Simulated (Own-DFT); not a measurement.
# Computed records: GaN (wurtzite, strained, atoms displaced)

All values are calculated (Own-DFT development build). A calculation, not a measurement: plane-wave PBE density functional theory by an unreviewed code, no spin, of a simulated periodic cell, stress positive in tension, free energy of the whole cell less one offset for each atom, forces on such cells passed a denser k mesh, this cell's mesh not checked; offsets are fitted by least squares, one for each functional and potential file, so energies compare only between cells with the same atoms and settings and are not formation energies; the far tail of each file's local potential was reset to the Coulomb form; each entry is a single point on an unrelaxed cell, so the pressure reflects the starting lattice, mostly measured values (interpolated for alloys), from which strain is counted, and rises with the displacements; printed positions are rounded, which can move forces by about a meV/angstrom; the program, named Own-DFT, is a retired in-house code; no spin-orbit coupling.

Settings shared by all entries: functional PBE; potential files PseudoDojo norm-conserving, scalar-relativistic, standard set with the stringent files for Ga; wave cutoff 96 hartree; occupations Gaussian; smearing width 0.01 eV; k mesh 3 x 4 x 3 centred on Gamma.

(1) 
```cif
# cell vector a (Å): 12.7560 0.0000 0.0000
# cell vector b (Å): -4.7835 8.2853 0.0000
# cell vector c (Å): 0.0000 0.0000 10.2404
data_GaN
_symmetry_space_group_name_H-M 'P 1'
_symmetry_Int_Tables_number 1
_cell_length_a 12.7560
_cell_length_b 9.5670
_cell_length_c 10.2404
_cell_angle_alpha 90.000
_cell_angle_beta 90.000
_cell_angle_gamma 120.000
_cell_volume 1082.28
loop_
_atom_site_label
_atom_site_type_symbol
_atom_site_fract_x
_atom_site_fract_y
_atom_site_fract_z
_atom_site_occupancy
Ga1 Ga 0.08217 0.21752 0.99593 1
Ga2 Ga 0.17375 0.11517 0.24904 1
N1 N 0.09066 0.22862 0.19073 1
N2 N 0.17129 0.11181 0.43786 1
Ga3 Ga 0.08045 0.22436 0.51275 1
Ga4 Ga 0.17757 0.11985 0.75312 1
N3 N 0.07895 0.20682 0.68428 1
N4 N 0.16985 0.11611 0.93801 1
Ga5 Ga 0.08144 0.55176 0.99623 1
Ga6 Ga 0.17651 0.46316 0.25117 1
N5 N 0.08213 0.56033 0.18905 1
N6 N 0.16861 0.44376 0.43407 1
Ga7 Ga 0.08447 0.56119 0.50286 1
Ga8 Ga 0.16925 0.45123 0.74445 1
N7 N 0.08004 0.54865 0.68899 1
N8 N 0.16433 0.44736 0.94265 1
Ga9 Ga 0.07594 0.88779 0.00251 1
Ga10 Ga 0.16810 0.78694 0.24688 1
N9 N 0.08930 0.89373 0.18537 1
N10 N 0.17370 0.77239 0.43666 1
Ga11 Ga 0.07853 0.88872 0.49197 1
Ga12 Ga 0.16866 0.77727 0.74743 1
N11 N 0.07859 0.87789 0.69639 1
N12 N 0.16946 0.78079 0.93818 1
Ga13 Ga 0.33302 0.22219 0.99304 1
Ga14 Ga 0.41105 0.10206 0.25590 1
N13 N 0.32886 0.22451 0.18393 1
N14 N 0.41754 0.10701 0.44477 1
Ga15 Ga 0.32294 0.21016 0.50669 1
Ga16 Ga 0.41727 0.11096 0.75106 1
N15 N 0.33355 0.22393 0.69114 1
N16 N 0.42005 0.10529 0.93939 1
Ga17 Ga 0.33778 0.55836 0.00317 1
Ga18 Ga 0.41662 0.44340 0.25173 1
N17 N 0.33316 0.55790 0.18854 1
N18 N 0.41922 0.44731 0.45059 1
Ga19 Ga 0.32854 0.55840 0.50104 1
Ga20 Ga 0.42185 0.44655 0.74730 1
N19 N 0.33076 0.55749 0.69542 1
N20 N 0.41690 0.44919 0.95148 1
Ga21 Ga 0.33599 0.88149 0.00438 1
Ga22 Ga 0.41922 0.77051 0.25003 1
N21 N 0.33068 0.88425 0.18290 1
N22 N 0.42150 0.77937 0.44334 1
Ga23 Ga 0.33985 0.89415 0.50752 1
Ga24 Ga 0.41720 0.77489 0.75312 1
N23 N 0.32788 0.88597 0.68186 1
N24 N 0.41537 0.78557 0.93813 1
Ga25 Ga 0.58509 0.23209 0.00452 1
Ga26 Ga 0.66880 0.11117 0.25558 1
N25 N 0.57982 0.22089 0.18864 1
N26 N 0.67167 0.11709 0.43901 1
Ga27 Ga 0.58741 0.21870 0.49870 1
Ga28 Ga 0.66362 0.10848 0.75464 1
N27 N 0.58393 0.22519 0.68896 1
N28 N 0.66402 0.11578 0.93645 1
Ga29 Ga 0.58559 0.55528 0.00066 1
Ga30 Ga 0.66534 0.44031 0.25042 1
N29 N 0.58684 0.55323 0.18200 1
N30 N 0.66376 0.44283 0.44102 1
Ga31 Ga 0.58132 0.55204 0.50314 1
Ga32 Ga 0.66118 0.43641 0.75532 1
N31 N 0.58443 0.55533 0.68401 1
N32 N 0.67460 0.45376 0.94232 1
Ga33 Ga 0.58588 0.88868 0.00003 1
Ga34 Ga 0.66908 0.77784 0.24266 1
N33 N 0.58310 0.88535 0.18814 1
N34 N 0.66902 0.77867 0.43365 1
Ga35 Ga 0.57971 0.89123 0.49761 1
Ga36 Ga 0.66984 0.78797 0.75359 1
N35 N 0.57467 0.88271 0.69376 1
N36 N 0.66082 0.77411 0.93197 1
Ga37 Ga 0.83021 0.22447 0.99709 1
Ga38 Ga 0.91466 0.10424 0.24737 1
N37 N 0.82246 0.21325 0.19008 1
N38 N 0.91409 0.10661 0.43094 1
Ga39 Ga 0.82911 0.22589 0.49980 1
Ga40 Ga 0.91904 0.12564 0.74428 1
N39 N 0.82539 0.21288 0.68589 1
N40 N 0.91840 0.10549 0.94159 1
Ga41 Ga 0.83688 0.56464 0.00104 1
Ga42 Ga 0.91578 0.44397 0.25675 1
N41 N 0.83686 0.56644 0.18865 1
N42 N 0.91981 0.45347 0.44462 1
Ga43 Ga 0.83947 0.56202 0.49987 1
Ga44 Ga 0.91768 0.44968 0.74962 1
N43 N 0.83482 0.55617 0.69407 1
N44 N 0.92246 0.43868 0.94118 1
Ga45 Ga 0.82776 0.88325 0.00124 1
Ga46 Ga 0.92327 0.78152 0.25272 1
N45 N 0.82844 0.87497 0.18371 1
N46 N 0.91116 0.77316 0.43220 1
Ga47 Ga 0.82629 0.87693 0.50013 1
Ga48 Ga 0.91775 0.77501 0.75092 1
N47 N 0.83535 0.89025 0.69569 1
N48 N 0.92056 0.79371 0.93546 1
_calc_free_energy_of_cell_above_offsets '-4.357'  # eV
_calc_pressure 9.48  # GPa
_calc_stress_xx -9.09  # GPa
_calc_stress_yy -5.65  # GPa
_calc_stress_zz -13.69  # GPa
_calc_stress_yz 0.15  # GPa
_calc_stress_xz 0.38  # GPa
_calc_stress_xy -1.79  # GPa
```

Force:
```tsv
element	x (eV/Å)	y (eV/Å)	z (eV/Å)
Ga	-0.068	1.168	1.186
Ga	-1.795	0.151	0.009
N	-0.906	-0.35	-0.267
N	-1.837	-0.788	0.079
Ga	0.09	-0.39	-4.669
Ga	-1.901	-2.281	0.009
N	0.481	1.785	2.748
N	-0.058	-0.732	0.004
Ga	0.493	1.462	1.092
Ga	-1.691	-2.148	-0.789
N	0.058	-0.224	0.155
N	-0.804	-0.034	1.692
Ga	0.8	-0.581	-0.711
Ga	-0.25	-1.462	1.772
N	0.066	0.581	-0.149
N	1.622	-0.599	-1.115
Ga	2.125	0.731	-1.195
Ga	0.917	-1.546	0.323
N	-1.233	0.257	0.931
N	-1.278	1.394	0.048
Ga	1.221	-0.314	1.472
Ga	-0.638	-0.267	0.838
N	0.665	1.715	-1.873
N	-0.593	-0.265	0.131
Ga	0.766	-0.265	0.925
Ga	-0.061	0.802	-0.952
N	2.178	0.117	0.455
N	-0.287	0.85	-0.43
Ga	2.054	1.777	-0.74
Ga	0.241	-0.595	0.031
N	1.041	0.336	0.244
N	-0.862	1	-0.073
Ga	-1.671	0.211	-0.816
Ga	0.403	0.014	0.341
N	1.341	0.039	0.285
N	-1.285	-1.065	-1.358
Ga	1.31	-0.302	0.387
Ga	-0.824	0.52	0.791
N	1.13	-0.408	-0.948
N	1.138	-0.593	-2.243
Ga	-2.153	1.178	-1.102
Ga	-0.871	1.313	0.389
N	0.883	0.283	2.244
N	-1.233	-0.332	-1.023
Ga	-0.448	-1.094	-2.39
Ga	-1.522	0.257	-0.01
N	1.187	0.473	2.696
N	2.33	-1.532	0.132
Ga	0.132	-0.932	-0.52
Ga	-1.548	-0.753	-1.191
N	0.321	-0.455	1.02
N	-0.81	-1.264	0.22
Ga	-1.397	1.092	0.378
Ga	-0.43	-0.172	-0.905
N	0.106	-1.007	-0.118
N	0.456	-0.339	1.131
Ga	-0.463	0.143	-0.649
Ga	0.199	0.685	0.229
N	-0.897	0.034	1.649
N	1.106	0.069	-0.193
Ga	0.447	0.77	-1.164
Ga	0.538	1.522	-0.78
N	0.245	0.474	2.063
N	-0.612	-0.715	-0.399
Ga	-1.052	0.582	-0.251
Ga	-0.396	-0.897	1.04
N	-0.038	0.495	0.146
N	-1.322	-0.513	0.346
Ga	2.151	-0.115	0.813
Ga	0.268	-0.931	-1.905
N	1.296	1.224	-1.152
N	0.522	0.157	1.9
Ga	0.866	-1.05	0.659
Ga	0.523	0.795	-0.855
N	1.89	1.445	-0.428
N	-0.078	0.314	1.937
Ga	2.094	-0.007	-0.231
Ga	0.541	-2.232	1.437
N	-0.144	1.499	0.306
N	-1.581	0.55	-0.723
Ga	1.192	0.127	-0.109
Ga	0.163	0.074	-1.318
N	0.39	-1.502	0.308
N	0.216	-1.105	-0.332
Ga	-1.596	-0.974	0.724
Ga	0.004	-1.176	0.443
N	-0.823	-0.45	-0.665
N	-2.332	0.82	-0.897
Ga	-0.077	0.721	-1.076
Ga	-0.557	0.08	-1.606
N	0.782	1.464	0.69
N	0.707	0.825	1.413
Ga	0.127	1.691	0.649
Ga	-0.852	0.642	-0.06
N	-0.332	0.159	-1.186
N	-0.215	-2.111	0.658
```

(2) 
```cif
# cell vector a (Å): 12.7560 0.0000 0.0000
# cell vector b (Å): -4.7835 8.2853 0.0000
# cell vector c (Å): 0.0000 0.0000 10.2404
data_GaN
_symmetry_space_group_name_H-M 'P 1'
_symmetry_Int_Tables_number 1
_cell_length_a 12.7560
_cell_length_b 9.5670
_cell_length_c 10.2404
_cell_angle_alpha 90.000
_cell_angle_beta 90.000
_cell_angle_gamma 120.000
_cell_volume 1082.28
loop_
_atom_site_label
_atom_site_type_symbol
_atom_site_fract_x
_atom_site_fract_y
_atom_site_fract_z
_atom_site_occupancy
Ga1 Ga 0.08227 0.22022 0.00225 1
Ga2 Ga 0.17135 0.10682 0.24540 1
N1 N 0.08752 0.22347 0.18588 1
N2 N 0.17003 0.10950 0.44023 1
Ga3 Ga 0.08644 0.21930 0.49132 1
Ga4 Ga 0.17183 0.11987 0.74923 1
N3 N 0.08478 0.21979 0.67868 1
N4 N 0.16169 0.10773 0.94384 1
Ga5 Ga 0.07734 0.54615 0.00342 1
Ga6 Ga 0.17012 0.44872 0.25849 1
N5 N 0.08466 0.55411 0.19488 1
N6 N 0.16098 0.44459 0.43992 1
Ga7 Ga 0.08253 0.54720 0.49933 1
Ga8 Ga 0.16122 0.44533 0.75119 1
N7 N 0.08122 0.55088 0.68748 1
N8 N 0.15992 0.43800 0.93324 1
Ga9 Ga 0.08066 0.88850 0.00515 1
Ga10 Ga 0.17084 0.77856 0.25100 1
N9 N 0.08205 0.89181 0.18093 1
N10 N 0.17424 0.78061 0.43969 1
Ga11 Ga 0.08546 0.89174 0.50543 1
Ga12 Ga 0.16510 0.77331 0.74899 1
N11 N 0.08946 0.88814 0.68489 1
N12 N 0.16567 0.78503 0.93267 1
Ga13 Ga 0.32893 0.22163 0.00104 1
Ga14 Ga 0.41828 0.12153 0.25321 1
N13 N 0.33472 0.21544 0.19267 1
N14 N 0.42377 0.11453 0.43651 1
Ga15 Ga 0.32469 0.20675 0.50513 1
Ga16 Ga 0.42328 0.11057 0.75173 1
N15 N 0.33899 0.22716 0.70097 1
N16 N 0.41379 0.10737 0.94615 1
Ga17 Ga 0.33551 0.56192 0.99906 1
Ga18 Ga 0.41450 0.44529 0.24987 1
N17 N 0.33135 0.55337 0.18713 1
N18 N 0.41383 0.44976 0.43260 1
Ga19 Ga 0.34257 0.56592 0.49933 1
Ga20 Ga 0.41454 0.43740 0.74879 1
N19 N 0.34431 0.56076 0.69000 1
N20 N 0.41967 0.45487 0.94082 1
Ga21 Ga 0.32720 0.89023 0.99399 1
Ga22 Ga 0.40911 0.76822 0.24552 1
N21 N 0.33725 0.89314 0.19141 1
N22 N 0.41028 0.76873 0.43946 1
Ga23 Ga 0.33862 0.88948 0.50333 1
Ga24 Ga 0.42162 0.78350 0.74990 1
N23 N 0.34177 0.89227 0.68523 1
N24 N 0.41434 0.76672 0.93968 1
Ga25 Ga 0.58680 0.22256 0.99741 1
Ga26 Ga 0.66769 0.10554 0.25520 1
N25 N 0.57813 0.22728 0.19107 1
N26 N 0.66447 0.10688 0.43744 1
Ga27 Ga 0.58072 0.21994 0.49609 1
Ga28 Ga 0.66445 0.11558 0.75097 1
N27 N 0.58050 0.22159 0.69432 1
N28 N 0.66982 0.10880 0.93798 1
Ga29 Ga 0.58226 0.55605 0.00140 1
Ga30 Ga 0.67798 0.45433 0.25092 1
N29 N 0.57520 0.54750 0.19500 1
N30 N 0.66577 0.44533 0.43552 1
Ga31 Ga 0.58077 0.56412 0.50732 1
Ga32 Ga 0.66335 0.43546 0.75677 1
N31 N 0.58636 0.55429 0.68606 1
N32 N 0.67616 0.46055 0.94299 1
Ga33 Ga 0.58189 0.88585 0.99488 1
Ga34 Ga 0.67228 0.78920 0.25300 1
N33 N 0.58366 0.89331 0.18768 1
N34 N 0.66699 0.76852 0.43162 1
Ga35 Ga 0.58036 0.87771 0.50592 1
Ga36 Ga 0.67006 0.78033 0.74134 1
N35 N 0.56856 0.88544 0.69259 1
N36 N 0.66688 0.77781 0.93740 1
Ga37 Ga 0.83375 0.23814 0.99772 1
Ga38 Ga 0.91299 0.11432 0.25106 1
N37 N 0.83225 0.21449 0.18373 1
N38 N 0.91619 0.09420 0.43743 1
Ga39 Ga 0.83927 0.23279 0.50305 1
Ga40 Ga 0.92437 0.11957 0.74579 1
N39 N 0.83461 0.21874 0.69409 1
N40 N 0.91222 0.10948 0.94214 1
Ga41 Ga 0.82846 0.54589 0.99857 1
Ga42 Ga 0.91023 0.44371 0.25157 1
N41 N 0.84627 0.56857 0.19296 1
N42 N 0.91841 0.44966 0.44326 1
Ga43 Ga 0.83049 0.55445 0.50528 1
Ga44 Ga 0.91997 0.45161 0.74850 1
N43 N 0.83110 0.54452 0.68778 1
N44 N 0.92695 0.44865 0.94131 1
Ga45 Ga 0.82889 0.88259 0.00821 1
Ga46 Ga 0.92317 0.77866 0.25494 1
N45 N 0.83430 0.89425 0.19709 1
N46 N 0.91325 0.77302 0.42932 1
Ga47 Ga 0.82773 0.88801 0.49782 1
Ga48 Ga 0.92404 0.78125 0.74795 1
N47 N 0.83445 0.87923 0.68862 1
N48 N 0.91770 0.78050 0.93964 1
_calc_free_energy_of_cell_above_offsets '-3.046'  # eV
_calc_pressure 9.86  # GPa
_calc_stress_xx -8.7  # GPa
_calc_stress_yy -7.71  # GPa
_calc_stress_zz -13.16  # GPa
_calc_stress_yz 0.71  # GPa
_calc_stress_xz -0.41  # GPa
_calc_stress_xy -0.72  # GPa
```

Force:
```tsv
element	x (eV/Å)	y (eV/Å)	z (eV/Å)
Ga	-0.951	-0.14	-0.448
Ga	-1.21	0.49	0.361
N	-0.329	0.081	1.738
N	-0.701	-0.588	-0.856
Ga	-0.652	0.158	0.068
Ga	-0.344	-1.034	0.878
N	0.267	0.657	0.793
N	0.663	0.539	-1.176
Ga	2.471	2.206	0.913
Ga	-0.258	-0.975	-1.623
N	-0.671	-0.019	-0.553
N	2.108	-0.774	0.526
Ga	-0.837	1.987	0.009
Ga	2.059	-0.271	-0.957
N	-0.039	0.808	-0.151
N	0.744	0.762	1.143
Ga	-0.056	-0.268	-2.217
Ga	-0.377	0.232	-0.169
N	1.091	-0.568	2.653
N	-1.059	-0.341	0.444
Ga	-0.088	-1.298	-2.115
Ga	0.967	0.525	-0.519
N	-0.664	0.647	1.287
N	0.056	-1.393	0.906
Ga	0.499	0.55	0.045
Ga	1.399	-1.567	-0.501
N	-1.638	1.512	-0.967
N	-1.829	-0.879	1.272
Ga	1.824	2.295	-0.049
Ga	-1.81	-0.756	0.948
N	0.146	-2.111	-1.73
N	0.506	1.359	-1.275
Ga	-0.79	-2.217	0.097
Ga	0.129	-0.687	-0.314
N	-0.13	-0.354	-0.086
N	0.799	-1.281	1.757
Ga	-1.153	-2.64	1.175
Ga	0.261	2.49	0.899
N	-1.765	-0.571	-0.201
N	0.174	-1.819	-0.306
Ga	1.279	-0.898	1.36
Ga	0.806	1.632	0.404
N	-0.559	-0.103	-0.724
N	0.891	2.343	-1.027
Ga	-0.401	0.173	-1.256
Ga	-2.794	-2.925	1.587
N	-1.451	-0.221	1.306
N	-0.969	2.91	-0.54
Ga	-0.829	-0.148	1.32
Ga	-1.299	0.794	-1.392
N	2.491	0.418	-0.627
N	0.766	-0.028	1.728
Ga	1.092	1.232	0.348
Ga	1.196	-0.762	-0.336
N	0.982	0.452	-1.15
N	-1.047	0.695	-0.064
Ga	-0.228	0.573	0.912
Ga	-1.65	-0.64	-0.35
N	1.755	1.748	-1.043
N	0.048	-0.003	1.365
Ga	0.699	-2.324	-2.211
Ga	0.048	1.724	-0.905
N	-0.239	-0.179	1.593
N	-1.684	-2.67	-0.742
Ga	0.225	-0.021	0.877
Ga	-0.997	-1.662	-1.804
N	-0.138	-1.07	-0.068
N	-1.231	1.339	2.176
Ga	-0.483	0.876	-1.303
Ga	-0.539	-0.313	1.658
N	5.209	2.418	-1.34
N	-0.073	-0.205	-0.406
Ga	1.576	-2.75	-0.021
Ga	2.04	-0.049	-0.381
N	-1.422	1.781	0.806
N	-0.954	3.035	0.119
Ga	-0.083	-1.748	-0.168
Ga	-0.202	-1.712	1.375
N	-0.819	0.671	-0.667
N	0.282	0.279	-0.539
Ga	2.35	2.838	0.868
Ga	1.979	-0.566	0.322
N	-1.368	-1.56	-1.618
N	-0.252	-0.495	-0.619
Ga	-0.384	0.267	-1.261
Ga	0.26	-1.285	0.441
N	-0.671	1.122	1.101
N	-3.288	-0.107	-1.379
Ga	0.187	1.007	-0.878
Ga	-0.818	1.448	-1.761
N	0.874	-0.817	-0.772
N	0.532	0.459	3.656
Ga	1.491	-1.415	0.441
Ga	-0.495	-0.766	0.725
N	-0.434	1.385	-0.686
N	-0.07	-0.923	-0.151
```

(3) 
```cif
# cell vector a (Å): 12.7560 0.0000 0.0000
# cell vector b (Å): -4.7835 8.2853 0.0000
# cell vector c (Å): 0.0000 0.0000 10.2404
data_GaN
_symmetry_space_group_name_H-M 'P 1'
_symmetry_Int_Tables_number 1
_cell_length_a 12.7560
_cell_length_b 9.5670
_cell_length_c 10.2404
_cell_angle_alpha 90.000
_cell_angle_beta 90.000
_cell_angle_gamma 120.000
_cell_volume 1082.28
loop_
_atom_site_label
_atom_site_type_symbol
_atom_site_fract_x
_atom_site_fract_y
_atom_site_fract_z
_atom_site_occupancy
Ga1 Ga 0.08926 0.23378 0.99854 1
Ga2 Ga 0.17033 0.10840 0.25000 1
N1 N 0.08712 0.21676 0.18122 1
N2 N 0.16288 0.10875 0.44305 1
Ga3 Ga 0.07356 0.21304 0.50459 1
Ga4 Ga 0.16461 0.09598 0.74177 1
N3 N 0.09180 0.23041 0.68973 1
N4 N 0.17036 0.11599 0.94280 1
Ga5 Ga 0.08271 0.56096 0.99905 1
Ga6 Ga 0.16317 0.43852 0.25141 1
N5 N 0.08063 0.55747 0.19334 1
N6 N 0.16384 0.44819 0.42986 1
Ga7 Ga 0.08030 0.55781 0.50513 1
Ga8 Ga 0.16722 0.44597 0.75215 1
N7 N 0.08701 0.55778 0.68818 1
N8 N 0.17736 0.45322 0.93511 1
Ga9 Ga 0.07981 0.88115 0.00031 1
Ga10 Ga 0.16927 0.77628 0.24557 1
N9 N 0.08704 0.89369 0.18470 1
N10 N 0.16850 0.77848 0.44058 1
Ga11 Ga 0.08243 0.87882 0.49754 1
Ga12 Ga 0.16108 0.77291 0.74793 1
N11 N 0.08700 0.89436 0.68476 1
N12 N 0.17156 0.77561 0.93442 1
Ga13 Ga 0.33060 0.22006 0.99292 1
Ga14 Ga 0.42430 0.11356 0.25353 1
N13 N 0.33553 0.21958 0.18196 1
N14 N 0.41119 0.10276 0.44147 1
Ga15 Ga 0.33050 0.21854 0.50639 1
Ga16 Ga 0.42049 0.10696 0.75598 1
N15 N 0.33135 0.22262 0.68515 1
N16 N 0.41409 0.10783 0.93805 1
Ga17 Ga 0.32899 0.55885 0.00455 1
Ga18 Ga 0.41138 0.43982 0.24782 1
N17 N 0.33431 0.55296 0.18727 1
N18 N 0.41572 0.44493 0.43757 1
Ga19 Ga 0.33091 0.56399 0.49624 1
Ga20 Ga 0.42181 0.44947 0.75272 1
N19 N 0.33115 0.55701 0.68597 1
N20 N 0.41545 0.44746 0.94002 1
Ga21 Ga 0.32565 0.88633 0.00123 1
Ga22 Ga 0.41764 0.77660 0.25400 1
N21 N 0.33615 0.89405 0.18479 1
N22 N 0.42006 0.78572 0.43964 1
Ga23 Ga 0.34013 0.88698 0.50086 1
Ga24 Ga 0.42116 0.78318 0.75362 1
N23 N 0.32855 0.88190 0.68417 1
N24 N 0.41221 0.77974 0.93846 1
Ga25 Ga 0.58738 0.23035 0.99053 1
Ga26 Ga 0.66915 0.11303 0.25615 1
N25 N 0.58622 0.22624 0.18990 1
N26 N 0.67090 0.12235 0.43743 1
Ga27 Ga 0.58143 0.20944 0.49217 1
Ga28 Ga 0.66764 0.11308 0.74068 1
N27 N 0.57828 0.23003 0.69548 1
N28 N 0.66207 0.11263 0.93863 1
Ga29 Ga 0.58595 0.56108 0.99688 1
Ga30 Ga 0.66142 0.44305 0.24589 1
N29 N 0.57642 0.55479 0.18878 1
N30 N 0.65501 0.43863 0.43700 1
Ga31 Ga 0.57283 0.54364 0.50544 1
Ga32 Ga 0.66572 0.44018 0.74565 1
N31 N 0.58423 0.55714 0.68828 1
N32 N 0.67164 0.45278 0.93530 1
Ga33 Ga 0.58681 0.88798 0.99753 1
Ga34 Ga 0.66461 0.76777 0.24894 1
N33 N 0.57866 0.89299 0.19467 1
N34 N 0.67212 0.77834 0.44159 1
Ga35 Ga 0.58602 0.88713 0.50402 1
Ga36 Ga 0.66356 0.78149 0.75267 1
N35 N 0.57881 0.88676 0.68221 1
N36 N 0.66624 0.77578 0.93305 1
Ga37 Ga 0.83195 0.21100 0.00173 1
Ga38 Ga 0.92310 0.11366 0.25218 1
N37 N 0.83530 0.21233 0.18808 1
N38 N 0.91167 0.10803 0.44346 1
Ga39 Ga 0.83305 0.20985 0.49930 1
Ga40 Ga 0.92309 0.11280 0.75296 1
N39 N 0.82904 0.22758 0.69291 1
N40 N 0.91809 0.10823 0.94315 1
Ga41 Ga 0.83136 0.54250 0.00334 1
Ga42 Ga 0.92066 0.45328 0.24587 1
N41 N 0.83703 0.55574 0.19225 1
N42 N 0.91730 0.44435 0.43630 1
Ga43 Ga 0.83319 0.54574 0.49504 1
Ga44 Ga 0.91276 0.43751 0.74257 1
N43 N 0.83382 0.55211 0.69022 1
N44 N 0.90951 0.44257 0.93596 1
Ga45 Ga 0.83883 0.88504 0.00612 1
Ga46 Ga 0.91838 0.78072 0.25081 1
N45 N 0.83609 0.89433 0.18903 1
N46 N 0.91936 0.78037 0.44587 1
Ga47 Ga 0.83268 0.87870 0.49649 1
Ga48 Ga 0.90865 0.77069 0.75042 1
N47 N 0.82893 0.88321 0.68889 1
N48 N 0.91561 0.76962 0.94275 1
_calc_free_energy_of_cell_above_offsets '-4.981'  # eV
_calc_pressure 9.23  # GPa
_calc_stress_xx -7.9  # GPa
_calc_stress_yy -7.12  # GPa
_calc_stress_zz -12.67  # GPa
_calc_stress_yz -1.14  # GPa
_calc_stress_xz 0.45  # GPa
_calc_stress_xy -0.11  # GPa
```

Force:
```tsv
element	x (eV/Å)	y (eV/Å)	z (eV/Å)
Ga	0.384	-0.963	-0.721
Ga	0.232	0.648	0.171
N	-0.661	0.651	1.59
N	-0.013	-0.185	-0.618
Ga	1.436	1.415	-0.677
Ga	-0.047	3.531	1.95
N	-0.991	-1.321	0.3
N	-1.261	-1.622	-1.518
Ga	0.113	-1.241	-0.082
Ga	0.288	0.218	-1.347
N	1.389	-0.167	-1.602
N	-0.023	-0.63	2.303
Ga	0.837	-0.138	-1.506
Ga	0.809	0.581	-0.802
N	-1.065	-1.075	0.62
N	-2.79	-0.924	0.707
Ga	0.472	1.291	-0.727
Ga	-0.14	0.978	1.033
N	-0.131	-1.254	0.937
N	0.557	-0.371	-0.714
Ga	0.136	1.428	0.027
Ga	0.782	0.88	-0.289
N	-0.92	-3.326	0.173
N	-2.157	-0.182	0.165
Ga	0.906	0.758	0.548
Ga	-1.328	-0.154	-0.777
N	0.157	0.043	1.071
N	0.476	0.864	-0.304
Ga	-0.108	0.358	-1.582
Ga	-2	-0.558	-1.324
N	0.88	0.004	1.994
N	0.358	0.423	0.64
Ga	2.09	0.8	-0.652
Ga	0.35	-0.606	0.235
N	-1.173	0.472	0.98
N	-1.17	-0.407	-0.059
Ga	0.501	-1.32	0.435
Ga	-1.387	-0.74	-0.498
N	0.765	0.421	0.181
N	0.399	0.195	0.097
Ga	1.923	1.11	-0.196
Ga	-0.714	-0.053	-1.05
N	0.088	-0.783	1.144
N	1.275	-0.766	-0.34
Ga	-2.212	0.162	0.169
Ga	-1.598	-1.251	-0.482
N	0.496	0.734	1.29
N	1.12	0.176	0.558
Ga	-0.945	-0.725	1.244
Ga	0.116	0.06	-1.953
N	0.564	-0.295	-0.809
N	1.317	-1.992	1.023
Ga	-2.38	2.036	1.491
Ga	-1.386	-0.221	1.498
N	1.9	-1.91	-1.894
N	1.485	-0.597	-0.777
Ga	-0.601	-1.119	0.236
Ga	0.339	0.535	0.656
N	1.097	-0.135	-0.774
N	1.635	0.003	0.176
Ga	0.74	1.156	-0.885
Ga	-0.121	1.845	0.351
N	0.145	0.319	0.821
N	-0.638	-0.429	0.369
Ga	-1.599	0.312	0.907
Ga	-0.711	1.68	0.624
N	1.81	-0.435	-0.842
N	-1.348	-0.808	-0.52
Ga	0.283	0.008	-2.241
Ga	0.687	-0.485	-1.508
N	0.756	0.975	1.668
N	0.462	0.989	1.596
Ga	-0.876	0.827	-0.467
Ga	-0.083	-0.007	-0.301
N	-0.709	1.317	0.624
N	1.449	-1.077	-0.884
Ga	-1.516	2.242	0.611
Ga	-0.527	-0.388	-0.183
N	1.971	-1.94	-1.411
N	0.396	0.053	-0.692
Ga	-0.92	1.425	0.048
Ga	-0.024	-2.132	0.826
N	-1.592	0.357	-0.198
N	0.375	-0.979	0.226
Ga	-1.775	0.477	0.422
Ga	0.501	1.905	1.333
N	-0.4	0.116	-0.991
N	2.505	-0.983	-0.055
Ga	-0.627	0.198	-1.187
Ga	0.407	-0.027	0.119
N	-0.072	-1.09	0.895
N	0.274	-1.455	-1.429
Ga	-0.52	0.814	1.098
Ga	0.855	0.448	0.091
N	0.11	1.055	0.108
N	-0.143	-0.029	-0.511
```
